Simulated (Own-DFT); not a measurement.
# Computed records: Si3Ge (diamond lattice with Si and Ge gathered in clusters, atoms displaced)

Computed with Own-DFT development build. A calculation, not a measurement: plane-wave density functional theory by an unreviewed code, no spin, of a simulated periodic cell, stress positive in tension, run twice, with PBE and with PBEsol, both on files made for PBE, so the change isn't that of files made for PBEsol; forces on such cells passed a denser k mesh, this cell's mesh not checked; the far tail of each file's local potential was reset to the Coulomb form; each entry is a single point on an unrelaxed cell, so the pressure reflects the starting lattice, mostly measured values (interpolated for alloys), from which strain is counted, and rises with the displacements; printed positions are rounded, which can move forces by about a meV/angstrom; the program, named Own-DFT, is a retired in-house code; no spin-orbit coupling; stress was not checked against mesh or cutoff.

Settings shared by all entries: functional PBE, then PBEsol; potential files PseudoDojo norm-conserving, scalar-relativistic, standard set; wave cutoff 42 hartree; occupations Fermi-Dirac; smearing width 0.1 eV; k mesh 3 x 3 x 3 centred on Gamma.

```yaml
- entry: 1
  formula: Si3Ge
  kind: "diamond lattice with Si and Ge gathered in clusters, atoms displaced"
  structure:
    cell_angstrom: [[10.9755, 0.0, 0.0], [0.0, 10.9755, 0.0], [0.0, 0.0, 10.9755]]
    atoms_fractional:
      - [Si, 0.99389, 0.00506, 0.99883]
      - [Si, 2.0e-05, 0.25259, 0.25008]
      - [Si, 0.24393, 0.99777, 0.25827]
      - [Si, 0.24351, 0.24961, 0.99775]
      - [Si, 0.12542, 0.12577, 0.1298]
      - [Si, 0.11809, 0.38251, 0.38097]
      - [Ge, 0.37103, 0.12866, 0.36953]
      - [Ge, 0.38145, 0.37376, 0.12368]
      - [Si, 0.00468, 0.00261, 0.49904]
      - [Si, 0.99932, 0.24377, 0.75225]
      - [Si, 0.25676, 0.00128, 0.75201]
      - [Si, 0.25204, 0.24656, 0.49794]
      - [Si, 0.13047, 0.12472, 0.62027]
      - [Si, 0.12116, 0.36658, 0.87601]
      - [Si, 0.38211, 0.12342, 0.87015]
      - [Ge, 0.37104, 0.37, 0.62536]
      - [Si, 0.00084, 0.5008, 0.00167]
      - [Si, 0.99373, 0.74543, 0.25523]
      - [Si, 0.24612, 0.48681, 0.25177]
      - [Si, 0.24317, 0.74158, 0.00015]
      - [Si, 0.12128, 0.63123, 0.13366]
      - [Si, 0.12638, 0.86894, 0.38283]
      - [Ge, 0.3858, 0.64016, 0.3685]
      - [Si, 0.37114, 0.87406, 0.12452]
      - [Si, 0.00747, 0.49719, 0.50383]
      - [Si, 0.00285, 0.75686, 0.75382]
      - [Si, 0.24307, 0.49593, 0.75099]
      - [Si, 0.24246, 0.752, 0.50104]
      - [Si, 0.12431, 0.62937, 0.62374]
      - [Si, 0.11641, 0.87729, 0.86949]
      - [Si, 0.37399, 0.63042, 0.87322]
      - [Si, 0.37471, 0.87958, 0.62481]
      - [Si, 0.49986, 0.00046, 0.00354]
      - [Ge, 0.48729, 0.24139, 0.23721]
      - [Si, 0.74596, 0.99894, 0.24755]
      - [Si, 0.74897, 0.24242, 0.00349]
      - [Ge, 0.62834, 0.13197, 0.12778]
      - [Ge, 0.62397, 0.37808, 0.3784]
      - [Ge, 0.8561, 0.12777, 0.38384]
      - [Ge, 0.88098, 0.37833, 0.12473]
      - [Si, 0.50297, 0.99698, 0.50435]
      - [Si, 0.49178, 0.2479, 0.75596]
      - [Si, 0.74862, 0.00579, 0.74946]
      - [Ge, 0.74894, 0.24949, 0.50786]
      - [Ge, 0.61354, 0.1228, 0.63114]
      - [Si, 0.61979, 0.37659, 0.88236]
      - [Si, 0.8673, 0.12983, 0.88205]
      - [Ge, 0.8726, 0.37053, 0.62555]
      - [Si, 0.48532, 0.49802, 0.99959]
      - [Si, 0.50677, 0.75518, 0.25658]
      - [Ge, 0.74968, 0.49697, 0.25538]
      - [Si, 0.74507, 0.74999, 0.0039]
      - [Ge, 0.6198, 0.62934, 0.12677]
      - [Si, 0.63544, 0.8707, 0.38659]
      - [Ge, 0.87547, 0.6188, 0.36785]
      - [Si, 0.87605, 0.87221, 0.13247]
      - [Ge, 0.49839, 0.50498, 0.49443]
      - [Si, 0.50378, 0.75155, 0.74075]
      - [Si, 0.75238, 0.50306, 0.75402]
      - [Si, 0.75702, 0.74494, 0.49717]
      - [Si, 0.63217, 0.62463, 0.62765]
      - [Si, 0.62742, 0.88101, 0.86782]
      - [Si, 0.87023, 0.62794, 0.86674]
      - [Si, 0.87883, 0.87953, 0.61922]
  results:
    "PBE_pressure [GPa]": 2.97
    "PBE_stress_xx [GPa]": -2.86
    "PBE_stress_yy [GPa]": -3.05
    "PBE_stress_zz [GPa]": -2.99
    "PBE_stress_yz [GPa]": 0.37
    "PBE_stress_xz [GPa]": 1.08
    "PBE_stress_xy [GPa]": -0.23
    "PBEsol_pressure [GPa]": 1.17
    "PBEsol_stress_xx [GPa]": -1.07
    "PBEsol_stress_yy [GPa]": -1.26
    "PBEsol_stress_zz [GPa]": -1.2
    "PBEsol_stress_yz [GPa]": 0.37
    "PBEsol_stress_xz [GPa]": 1.06
    "PBEsol_stress_xy [GPa]": -0.23
    force_element: [Si, Si, Si, Si, Si, Si, Ge, Ge, Si, Si, Si, Si, Si, Si, Si, Ge, Si, Si, Si, Si, Si, Si, Ge, Si, Si, Si, Si, Si, Si, Si, Si, Si, Si, Ge, Si, Si, Ge, Ge, Ge, Ge, Si, Si, Si, Ge, Ge, Si, Si, Ge, Si, Si, Ge, Si, Ge, Si, Ge, Si, Ge, Si, Si, Si, Si, Si, Si, Si]
    "PBE_force_x [eV/angstrom]": [0.353, -0.141, 0.061, 1.106, -0.296, 1.15, 0.151, -2.786, -0.461, 0.058, -0.861, -1.087, -0.203, -0.305, -1.416, 0.097, 0.262, 1.148, 0.408, 0.115, 0.333, -1.276, -2.773, -0.002, -1.353, -1.24, 0.214, 1.785, -0.124, 1.538, -0.298, -0.366, 0.142, 1.923, 0.143, 0.084, -0.396, -0.662, 2.668, -0.736, -0.531, 1.181, 0.809, -2.08, 0.569, 0.319, 0.718, 1.143, 1.649, 0.46, -0.596, 0.681, -0.229, -0.845, 0.664, -0.236, 0.051, -0.144, -0.903, 0.281, -0.262, -0.468, 0.985, -0.174]
    "PBE_force_y [eV/angstrom]": [-0.533, -0.379, -0.622, -0.772, -0.268, -1.986, -1.611, 0.243, -0.003, -0.153, -0.131, 0.939, -0.277, 1.052, -0.345, 0.666, 0.942, 1.31, 1.946, 1.342, -1.536, 0.736, -1.623, -0.032, 1.081, -0.908, 0.578, -0.281, -0.45, 0.783, -0.597, -0.763, -0.24, 0.87, -0.618, 2.421, -1.901, -1.506, -1.205, -0.702, -0.151, 1.252, -0.507, 0.433, 0.516, -0.281, -0.848, 1.044, 1.399, 1.869, -0.129, 0.63, -0.974, 0.821, -0.036, 0.384, 0.24, 0.183, -0.91, 0.048, -0.05, -0.643, 0.398, -0.157]
    "PBE_force_z [eV/angstrom]": [0.67, 0.953, -1.058, 0.115, -0.274, -0.655, 1.174, -0.694, -0.159, -0.127, -0.216, -0.164, 0.86, -0.061, 1.836, 0.041, -0.96, -0.197, -0.04, -0.115, -0.455, -1.086, 0.744, 0.355, 0.534, -1.468, 0.177, 0.526, 0.836, 1.439, -0.604, -0.219, -0.589, 1.81, 0.828, -0.332, -0.415, -0.529, -1.856, -0.269, -1.159, -0.268, -0.078, 0.407, 0.22, -0.366, -1.236, 1.006, -0.719, -1.261, -1.612, -1.008, -0.256, -0.97, 1.919, -0.936, 1.47, 0.796, -0.188, 1.075, -0.507, 0.953, 1.672, 0.689]
    "PBEsol_force_x [eV/angstrom]": [0.349, -0.226, 0.109, 1.145, -0.285, 1.133, 0.198, -2.666, -0.496, 0.011, -0.861, -0.968, -0.194, -0.31, -1.396, 0.126, 0.215, 1.07, 0.489, 0.102, 0.333, -1.271, -2.668, -0.007, -1.44, -1.23, 0.252, 1.823, -0.129, 1.534, -0.285, -0.37, 0.19, 1.861, 0.12, 0.049, -0.447, -0.63, 2.547, -0.762, -0.506, 1.181, 0.76, -2.005, 0.592, 0.323, 0.711, 1.062, 1.607, 0.453, -0.568, 0.62, -0.193, -0.825, 0.591, -0.226, 0.034, -0.142, -0.86, 0.333, -0.292, -0.467, 0.98, -0.18]
    "PBEsol_force_y [eV/angstrom]": [-0.526, -0.359, -0.568, -0.734, -0.265, -1.976, -1.519, 0.169, 0.046, -0.125, -0.135, 0.934, -0.269, 1.046, -0.343, 0.677, 0.889, 1.234, 1.898, 1.32, -1.516, 0.723, -1.636, -0.039, 1.07, -0.91, 0.521, -0.327, -0.437, 0.795, -0.572, -0.751, -0.194, 0.843, -0.512, 2.39, -1.807, -1.433, -1.113, -0.65, -0.055, 1.259, -0.449, 0.415, 0.544, -0.278, -0.833, 0.97, 1.355, 1.748, -0.122, 0.571, -0.986, 0.82, -0.091, 0.381, 0.199, 0.178, -0.974, -0.026, -0.092, -0.631, 0.408, -0.151]
    "PBEsol_force_z [eV/angstrom]": [0.659, 0.933, -0.994, 0.156, -0.267, -0.646, 1.088, -0.615, -0.205, -0.179, -0.203, -0.181, 0.856, -0.062, 1.828, 0.003, -0.898, -0.125, -0.066, -0.123, -0.43, -1.084, 0.773, 0.352, 0.546, -1.455, 0.136, 0.489, 0.833, 1.432, -0.611, -0.222, -0.528, 1.744, 0.809, -0.217, -0.354, -0.505, -1.752, -0.217, -1.14, -0.374, -0.141, 0.381, 0.181, -0.356, -1.228, 0.927, -0.61, -1.241, -1.548, -0.939, -0.207, -0.95, 1.825, -0.926, 1.374, 0.779, -0.231, 1.012, -0.55, 0.939, 1.652, 0.675]
    "rms_change_of_force_components_from_PBE_to_PBEsol [eV/angstrom]": 0.048
- entry: 2
  formula: Si3Ge
  kind: "diamond lattice with Si and Ge gathered in clusters, atoms displaced"
  structure:
    cell_angstrom: [[10.9755, 0.0, 0.0], [0.0, 10.9755, 0.0], [0.0, 0.0, 10.9755]]
    atoms_fractional:
      - [Si, 0.99105, 0.00723, 0.0019]
      - [Si, 0.9898, 0.25039, 0.25379]
      - [Si, 0.2439, 0.00822, 0.25286]
      - [Si, 0.24846, 0.2465, 0.00775]
      - [Si, 0.13245, 0.12455, 0.1327]
      - [Si, 0.12196, 0.37228, 0.37523]
      - [Ge, 0.37104, 0.11246, 0.37371]
      - [Si, 0.37954, 0.37305, 0.13094]
      - [Si, 0.0009, 0.00976, 0.48733]
      - [Si, 0.00475, 0.24324, 0.74612]
      - [Ge, 0.24596, 0.99303, 0.74607]
      - [Si, 0.26333, 0.25933, 0.48834]
      - [Ge, 0.13561, 0.12756, 0.62503]
      - [Si, 0.11808, 0.37494, 0.8732]
      - [Ge, 0.38413, 0.12923, 0.87673]
      - [Si, 0.38252, 0.37713, 0.61692]
      - [Si, 0.00038, 0.50335, 0.99549]
      - [Si, 0.99907, 0.74756, 0.25636]
      - [Si, 0.25128, 0.50104, 0.24361]
      - [Si, 0.24727, 0.75341, 0.99452]
      - [Si, 0.125, 0.62207, 0.12566]
      - [Ge, 0.12763, 0.87998, 0.37712]
      - [Ge, 0.37393, 0.62033, 0.37811]
      - [Si, 0.37133, 0.86881, 0.1206]
      - [Si, 0.00782, 0.49557, 0.49703]
      - [Si, 0.99523, 0.75515, 0.76255]
      - [Si, 0.24536, 0.49124, 0.75856]
      - [Ge, 0.25139, 0.75781, 0.49539]
      - [Ge, 0.12684, 0.63325, 0.62183]
      - [Ge, 0.11815, 0.86076, 0.8784]
      - [Ge, 0.37303, 0.61943, 0.88032]
      - [Ge, 0.37086, 0.86863, 0.62159]
      - [Si, 0.5022, 0.99292, 0.00062]
      - [Si, 0.49567, 0.25412, 0.26177]
      - [Si, 0.75127, 0.99478, 0.24471]
      - [Si, 0.73902, 0.25081, 0.99864]
      - [Si, 0.63281, 0.12376, 0.12441]
      - [Si, 0.62298, 0.37432, 0.37413]
      - [Si, 0.87219, 0.13242, 0.36793]
      - [Si, 0.87362, 0.37193, 0.12665]
      - [Ge, 0.49633, 0.00748, 0.4987]
      - [Si, 0.49776, 0.24763, 0.75391]
      - [Si, 0.74481, 0.00169, 0.74049]
      - [Si, 0.74462, 0.24963, 0.50053]
      - [Ge, 0.62421, 0.13576, 0.62517]
      - [Si, 0.62941, 0.38026, 0.86909]
      - [Si, 0.87234, 0.12222, 0.87868]
      - [Si, 0.86939, 0.37879, 0.63553]
      - [Si, 0.50079, 0.50804, 0.0079]
      - [Si, 0.49713, 0.7506, 0.25371]
      - [Si, 0.74675, 0.49477, 0.24761]
      - [Si, 0.75072, 0.74616, 0.99495]
      - [Si, 0.62547, 0.63289, 0.13648]
      - [Ge, 0.61789, 0.87713, 0.36963]
      - [Si, 0.8726, 0.6258, 0.37889]
      - [Si, 0.87773, 0.86708, 0.12813]
      - [Si, 0.49868, 0.50668, 0.49254]
      - [Ge, 0.5024, 0.75147, 0.74941]
      - [Si, 0.75901, 0.50117, 0.74631]
      - [Si, 0.74939, 0.74738, 0.50131]
      - [Ge, 0.62852, 0.63296, 0.62854]
      - [Si, 0.62478, 0.86929, 0.87252]
      - [Si, 0.8669, 0.62837, 0.87796]
      - [Si, 0.8801, 0.8699, 0.61126]
  results:
    "PBE_pressure [GPa]": 3.0
    "PBE_stress_xx [GPa]": -3.09
    "PBE_stress_yy [GPa]": -2.93
    "PBE_stress_zz [GPa]": -2.97
    "PBE_stress_yz [GPa]": 0.36
    "PBE_stress_xz [GPa]": -0.61
    "PBE_stress_xy [GPa]": 0.5
    "PBEsol_pressure [GPa]": 1.21
    "PBEsol_stress_xx [GPa]": -1.29
    "PBEsol_stress_yy [GPa]": -1.14
    "PBEsol_stress_zz [GPa]": -1.18
    "PBEsol_stress_yz [GPa]": 0.37
    "PBEsol_stress_xz [GPa]": -0.59
    "PBEsol_stress_xy [GPa]": 0.49
    force_element: [Si, Si, Si, Si, Si, Si, Ge, Si, Si, Si, Ge, Si, Ge, Si, Ge, Si, Si, Si, Si, Si, Si, Ge, Ge, Si, Si, Si, Si, Ge, Ge, Ge, Ge, Ge, Si, Si, Si, Si, Si, Si, Si, Si, Ge, Si, Si, Si, Ge, Si, Si, Si, Si, Si, Si, Si, Si, Ge, Si, Si, Si, Ge, Si, Si, Ge, Si, Si, Si]
    "PBE_force_x [eV/angstrom]": [1.283, 1.782, 0.811, 0.313, -2.313, 0.63, 0.044, -0.266, -0.398, -1.239, 0.511, -0.984, -0.529, 0.203, -1.538, -0.382, -0.61, 0.292, -0.494, 0.355, -0.136, -0.996, -0.72, -0.055, -1.416, -1.411, 0.779, -0.21, -0.589, 0.166, -0.167, 1.368, 0.444, 0.584, 0.383, 1.387, -1.614, 0.181, -1.113, -0.218, 0.885, 0.671, 1.095, 1.165, -0.432, -0.878, -0.694, 1.933, 0.846, -0.764, 0.48, -0.821, 0.227, 1.035, 0.136, -0.088, 1.533, -1.033, -1.447, 0.175, -0.009, 0.656, 1.211, -0.003]
    "PBE_force_y [eV/angstrom]": [-1.183, 0.454, -2.32, 1.054, 0.704, 0.113, 2.263, 0.171, -0.031, 0.606, 0.01, -0.544, 0.6, -1.045, -1.347, 0.199, -0.271, -0.31, -0.761, -1.402, 0.773, 0.189, 0.757, 0.986, 0.603, -1.411, 0.563, -1.358, -0.993, 3.113, 0.256, 1.213, 0.266, -1.244, 0.443, 0.271, -0.1, 0.455, -1.295, 0.43, -1.241, 2.081, -1.007, 1.252, -0.836, 0.245, 0.755, -1.586, -0.996, -0.146, 0.646, 0.815, -0.575, 0.089, -1.096, 0.486, -0.976, -0.326, 0.925, 0.714, -1.646, 1.232, -0.942, 1.258]
    "PBE_force_z [eV/angstrom]": [0.986, -0.92, -1.159, -0.619, -0.901, -0.928, -0.458, -0.697, 1.298, 0.874, 1.457, 0.783, -1.714, 0.735, 0.784, 1.19, 0.657, -0.446, 0.576, 1.51, -0.334, -1.111, -1.324, 0.703, 0.868, -2.617, -1.691, -0.207, 1.317, 0.687, -0.512, 0.533, 0.379, -1.244, 0.205, -0.27, 0.49, 0.517, 0.857, -1.057, 1.241, -0.946, 0.621, -0.415, 0.335, 0.542, -1.141, -2.173, 0.201, -0.689, 0.452, 1.493, -1.07, 0.767, -0.297, -0.682, 1.495, 0.703, 1.191, -0.94, -0.723, 0.275, -0.563, 1.126]
    "PBEsol_force_x [eV/angstrom]": [1.307, 1.77, 0.833, 0.351, -2.3, 0.63, 0.098, -0.254, -0.297, -1.17, 0.497, -0.948, -0.469, 0.19, -1.527, -0.362, -0.607, 0.343, -0.439, 0.335, -0.136, -0.912, -0.742, -0.06, -1.361, -1.3, 0.791, -0.204, -0.528, 0.203, -0.137, 1.315, 0.396, 0.524, 0.336, 1.365, -1.603, 0.185, -1.125, -0.208, 0.842, 0.646, 1.029, 1.102, -0.467, -0.871, -0.701, 1.92, 0.792, -0.767, 0.477, -0.823, 0.235, 0.968, 0.128, -0.079, 1.496, -1.038, -1.487, 0.056, -0.063, 0.6, 1.199, 0.023]
    "PBEsol_force_y [eV/angstrom]": [-1.2, 0.455, -2.314, 1.013, 0.701, 0.098, 2.16, 0.161, -0.039, 0.537, 0.009, -0.627, 0.525, -1.047, -1.349, 0.202, -0.259, -0.262, -0.71, -1.38, 0.775, 0.138, 0.791, 0.974, 0.644, -1.362, 0.64, -1.308, -0.921, 3.069, 0.288, 1.177, 0.309, -1.291, 0.385, 0.281, -0.097, 0.454, -1.287, 0.422, -1.206, 1.949, -0.95, 1.183, -0.855, 0.255, 0.755, -1.588, -0.932, -0.128, 0.632, 0.816, -0.554, 0.124, -1.091, 0.463, -0.856, -0.36, 0.986, 0.699, -1.556, 1.167, -0.943, 1.238]
    "PBEsol_force_z [eV/angstrom]": [0.954, -0.923, -1.02, -0.668, -0.888, -0.931, -0.378, -0.697, 1.279, 0.802, 1.381, 0.75, -1.631, 0.737, 0.742, 1.184, 0.645, -0.386, 0.624, 1.377, -0.334, -1.031, -1.254, 0.707, 0.907, -2.562, -1.674, -0.185, 1.244, 0.637, -0.534, 0.511, 0.335, -1.177, 0.254, -0.272, 0.497, 0.522, 0.85, -1.058, 1.185, -0.927, 0.554, -0.351, 0.293, 0.522, -1.139, -2.158, 0.15, -0.572, 0.438, 1.481, -1.044, 0.794, -0.288, -0.678, 1.456, 0.626, 1.14, -0.912, -0.66, 0.212, -0.56, 1.106]
    "rms_change_of_force_components_from_PBE_to_PBEsol [eV/angstrom]": 0.046
```
